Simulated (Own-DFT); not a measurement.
# What a defect does to the pressure of its cell: wurtzite GaN

The numbers are computed, not measured, by runs of the plane-wave DFT program Own-DFT (in-house, retired, unreviewed) at fixed positions, with no spin and no spin-orbit coupling.

Common settings: PBE; PseudoDojo norm-conserving scalar-relativistic files; cutoff 42 hartree; 4 x 4 x 3 k mesh centred on Gamma; Fermi-Dirac smearing of 0.1 eV.

Known weak points (not all hold for every row): not probed for a lower state with spin; forces not confirmed at this smearing and k mesh; stress not checked against mesh or cutoff.

All runs share one cell, with vectors in Å (9.567, 0.000, 0.000); (-4.784, 8.285, 0.000); (0.000, 0.000, 10.370) and a volume of 822.0 Å³. Atoms were moved at random from their sites; u is the rms move along one axis. The defect's site can differ from row to row.

```
               cell  formula   u (Å)  P (GPa)
          no defect  Ga36N36  0.0191     5.90
          no defect  Ga36N36  0.0191     5.90
          no defect  Ga36N36  0.0486     7.52
 one N on a Ga site  Ga35N37  0.0301     5.45
 one N on a Ga site  Ga35N37  0.0316     5.55
 one N on a Ga site  Ga35N37  0.0470        ?
 one N on a Ga site  Ga35N37  0.0520     6.89
one Ga on an N site  Ga37N35  0.0309    12.01
one Ga on an N site  Ga37N35  0.0501    13.31
one Ga on an N site  Ga37N35  0.0510    13.70
```

## Analysis

P = P0 + c u² + a shift for each defect gives P0 = 5.57 GPa, c = 842 ± 48 GPa/Å² and a scatter of 0.12 GPa. The shifts, and each times the cell's volume:

- one Ga on an N site: 5.73 ± 0.11 GPa, 29.4 eV
- one N on a Ga site: -0.90 ± 0.10 GPa, -4.6 eV

Positive is outwards. The product with the volume (160.2 GPa Å³ to the eV) is nearly free of the cell's size; divided by the bulk modulus at the cell's pressure it gives the volume that the defect adds. The atoms around the defects weren't relaxed, which would change these numbers.

## Check

Question: what pressure belongs in the blank (one N on a Ga site, u = 0.0470 Å)?

The fit gives 6.53 ± 0.14 GPa. DFT gave 6.28 GPa.
